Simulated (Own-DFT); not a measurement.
# Computed records: SiC (4H silicon carbide, atoms displaced)

A calculation, not a measurement: plane-wave PBE density functional theory by an unreviewed code, no spin, of a simulated periodic cell, stress positive in tension, free energy of the whole cell less one offset for each atom, forces on such cells passed a denser k mesh, this cell's mesh not checked; offsets are fitted by least squares, one for each functional and potential file, so energies compare only between cells with the same atoms and settings and are not formation energies; the far tail of each file's local potential was reset to the Coulomb form; each entry is a single point on an unrelaxed cell, so the pressure reflects the starting lattice, mostly measured values (interpolated for alloys), from which strain is counted, and rises with the displacements; printed positions are rounded, which can move forces by about a meV/angstrom; the program, named Own-DFT, is a retired in-house code; no spin-orbit coupling. Program: Own-DFT development build.

```xyz
72
Lattice="9.2481 0.0000 0.0000 -4.6241 8.0091 0.0000 0.0000 0.0000 10.0681" Properties=species:S:1:pos:R:3:force_x:R:1:force_y:R:1:force_z:R:1 formula=SiC functional=PBE potential_files=PseudoDojo_norm-conserving,scalar-relativistic,standard_set wave_cutoff=42 occupations=Fermi-Dirac smearing_width=0.1 hardware=one_NVIDIA_H100 k_mesh=4_x_4_x_3_centred_on_Gamma free_energy_of_cell_above_offsets=-3.937 pressure=5.72 stress_xx=-4.5 stress_yy=-3.98 stress_zz=-8.69 stress_yz=0.57 stress_xz=0.59 stress_xy=1.45 wall_time=355.4
Si     0.0864     0.0545     4.1535     -3.125      -0.86        0.1
Si     0.0166     1.7571     1.5014     -2.576      0.821      2.446
C      0.0569     0.0307     1.0202     -1.264     -1.165     -1.975
C     -0.0680     1.7452     3.4935      1.745      1.229      -0.49
Si    -1.4824     2.6476     4.2348     -2.092     -1.147     -5.429
Si    -1.6208     4.5697     1.6528      1.301     -2.546     -3.284
C      7.6448     2.6719     0.9127      1.598      0.843      0.576
C     -1.6791     4.3371     3.4292      3.589      0.233      1.257
Si    -3.0211     5.2504     4.0423     -2.944      3.398      1.713
Si    -3.0372     7.2321     1.5762     -2.096     -2.464      1.894
C      6.0648     5.3494     0.9892      1.211      1.266      0.903
C     -3.1513     7.1848     3.5512       2.88     -1.937     -2.177
Si     3.0501     0.0188     4.0835      1.102      0.287     -1.243
Si     3.2120     1.7317     1.5914     -1.965       0.02      0.293
C     -1.4829     7.8835     1.0493     -1.005      3.863     -2.289
C      3.1367     1.8293     3.4388     -1.337      -0.27      0.769
Si     1.5514     2.6791     4.1080     -0.402     -1.155      0.232
Si     1.6217     4.3225     1.5877     -1.489      2.079     -0.126
C      1.5080     2.5876     1.0031      2.264      0.198     -1.521
C      1.5032     4.4332     3.4985      0.887     -0.301     -0.433
Si    -0.0376     5.2835     4.0537     -0.563      1.455     -0.427
Si    -0.0609     7.0205     1.5320      4.757       0.21      1.756
C      0.0455     5.3059     0.9149     -0.422     -1.323      0.353
C     -0.0105     7.1391     3.4918     -0.418     -1.625     -1.136
Si     1.6134     7.8982     4.1271     -2.173      1.865     -1.334
Si     6.1868     1.8185     1.6546     -0.399      -1.63     -1.647
C      1.6525     7.9513     0.9306     -2.084      0.888      0.299
C      6.0655     1.7143     3.4767      1.613      0.872       1.68
Si     4.5879     2.7479     4.1258      1.102     -1.516     -0.412
Si     4.5944     4.4334     1.6161     -0.228      0.567     -1.614
C      4.5646     2.7352     0.8962      1.563     -1.547      2.608
C      4.6232     4.5054     3.3992     -0.671     -0.832      2.716
Si     3.0484     5.3253     4.1444      0.874      0.512     -0.254
Si     3.0947     7.0371     1.6602      0.254       0.95     -2.438
C      3.1048     5.3003     0.8887     -0.275     -0.098       2.67
C      3.0758     7.0733     3.4291      1.129     -0.166      2.601
Si     9.2112     0.0160     9.1290      0.793     -1.046      0.144
Si     4.6487     6.2629     6.6235      1.427     -0.721      0.249
C      4.5695     7.9508     6.0066      0.859      2.393      0.135
C      4.6788     6.2332     8.4690     -1.372      0.454      1.633
Si     6.1047     5.3627     9.2359      2.149      0.259     -2.421
Si     6.2002     3.5638     6.5523     -0.882      1.233       1.79
C     -3.0384     5.4029     5.9399      0.027     -1.215     -0.308
C      6.2088     3.6540     8.4993     -0.331     -2.001      0.009
Si    -1.4902     2.6667     9.1101      -2.02      0.408      0.137
Si     7.6293     0.8673     6.6635      0.683     -1.367     -1.959
C      7.6717     2.5978     5.9310      0.546      0.554      4.292
C      7.6411     0.7770     8.4645      2.228       2.89      0.732
Si     1.5900     7.9605     9.1027     -1.822     -0.404      1.575
Si     1.6037     6.1871     6.5256     -1.477      0.585      2.174
C      1.5151     7.9277     5.9576      0.476      1.664      0.875
C      1.5796     6.2197     8.4984       0.54     -0.696     -1.082
Si     3.0929     5.3453     9.1822      0.826     -0.669     -2.766
Si     3.1828     3.5880     6.5689     -2.266     -0.374       2.61
C      3.1475     5.3823     6.1222      -0.06      -1.67     -3.123
C      3.1928     3.4923     8.5149     -2.941      1.663     -0.285
Si     4.5911     2.6603     9.2134      2.987     -0.575     -3.311
Si     4.5962     0.9198     6.6287      0.827     -1.656     -0.808
C      4.5836     2.6384     6.0450      2.205      1.195     -2.021
C      4.6898     0.8255     8.4540     -1.274      1.404      2.167
Si     3.0427     0.1128     9.2180      1.507     -2.564     -1.669
Si    -1.4536     6.3291     6.5146     -0.983     -1.451      1.985
C      3.1490     0.0282     5.8708     -1.134      0.865      2.336
C     -1.5372     6.3030     8.5479      0.216      -0.31     -0.529
Si     0.0932     5.3289     9.0374     -2.502      1.532      1.446
Si    -0.0224     3.4345     6.6952       0.92      1.759     -4.114
C      0.0490     5.4153     5.8748     -0.458     -2.566      1.611
C      0.0136     3.6123     8.4129      0.269     -1.689      3.354
Si     1.5332     2.6719     9.1478      0.933      0.199     -0.831
Si     1.5983     0.8778     6.6373     -0.595     -1.106     -1.278
C      1.5896     2.6119     6.0622     -0.354      1.469     -1.479
C      1.5231     0.8925     8.4576      -0.29      0.578      2.093
```

Units: wave_cutoff in hartree; smearing_width, free_energy_of_cell_above_offsets in eV; pressure, stress_xx, stress_yy, stress_zz, stress_yz, stress_xz, stress_xy in GPa; wall_time in s; force_x, force_y, force_z in eV/Å.
